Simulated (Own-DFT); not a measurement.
# One host, several defects: C11b WSi2

Everything here is calculated. The program is Own-DFT (plane waves, in-house, since retired, never reviewed by a person); positions were held fixed, and spin and spin-orbit coupling were off.

Settings: PBE; PseudoDojo norm-conserving scalar-relativistic files; cutoff 50 hartree; 5 x 5 x 5 k mesh centred on Gamma; cold (Marzari-Vanderbilt) smearing of 0.2 eV.

Limits: forces on such cells failed a check on a denser k mesh; stress not checked against mesh or cutoff.

All runs share one cell, with vectors in Å (-2.148, -5.953, 3.409); (-6.444, 2.976, 1.136); (-2.553, -2.948, -6.757) and a volume of 403.2 Å³. Atoms were moved at random from their sites; u is the rms move along one axis. The defect's site can differ from row to row.

| cell | formula | u (Å) | P (GPa) |
|---|---|---|---|
| no defect | Si20W10 | 0.0196 | 4.48 |
| no defect | Si20W10 | 0.0199 | 4.47 |
| no defect | Si20W10 | 0.0448 | 5.76 |
| one Si on a W site | Si21W9 | 0.0316 | 6.27 |
| one Si on a W site | Si21W9 | 0.0345 | 6.65 |
| one Si on a W site | Si21W9 | 0.0446 | 6.85 |
| one Si on a W site | Si21W9 | 0.0494 | ? |
| one W on a Si site | Si19W11 | 0.0304 | 9.87 |
| one W on a Si site | Si19W11 | 0.0484 | 10.98 |
| one W on a Si site | Si19W11 | 0.0541 | 11.95 |
| one W vacancy | Si20W9 | 0.0309 | 3.51 |
| one W vacancy | Si20W9 | 0.0333 | 3.81 |
| one W vacancy | Si20W9 | 0.0580 | 5.51 |
| one Si vacancy | Si19W10 | 0.0290 | 3.25 |
| one Si vacancy | Si19W10 | 0.0313 | 2.79 |
| one Si vacancy | Si19W10 | 0.0514 | 4.61 |

## Worked fit

P = P0 + c u² + a shift for each defect gives P0 = 4.13 GPa, c = 840 ± 70 GPa/Å² and a scatter of 0.22 GPa. The shifts, and each times the cell's volume:

- one W on a Si site: 5.08 ± 0.20 GPa, 12.8 eV
- one Si on a W site: 1.29 ± 0.19 GPa, 3.3 eV
- one W vacancy: -1.37 ± 0.19 GPa, -3.4 eV
- one Si vacancy: -1.83 ± 0.19 GPa, -4.6 eV

Against the defect-free cell, a freed cell would be larger where the shift is positive and smaller where it is negative (160.2 GPa Å³ is 1 eV). The atoms around the defects weren't relaxed, which would change these numbers.

## Check

The question: what pressure belongs in the blank (one Si on a W site, u = 0.0494 Å)?

The fitted form gives 7.47 ± 0.27 GPa. Computed: 7.05 GPa.
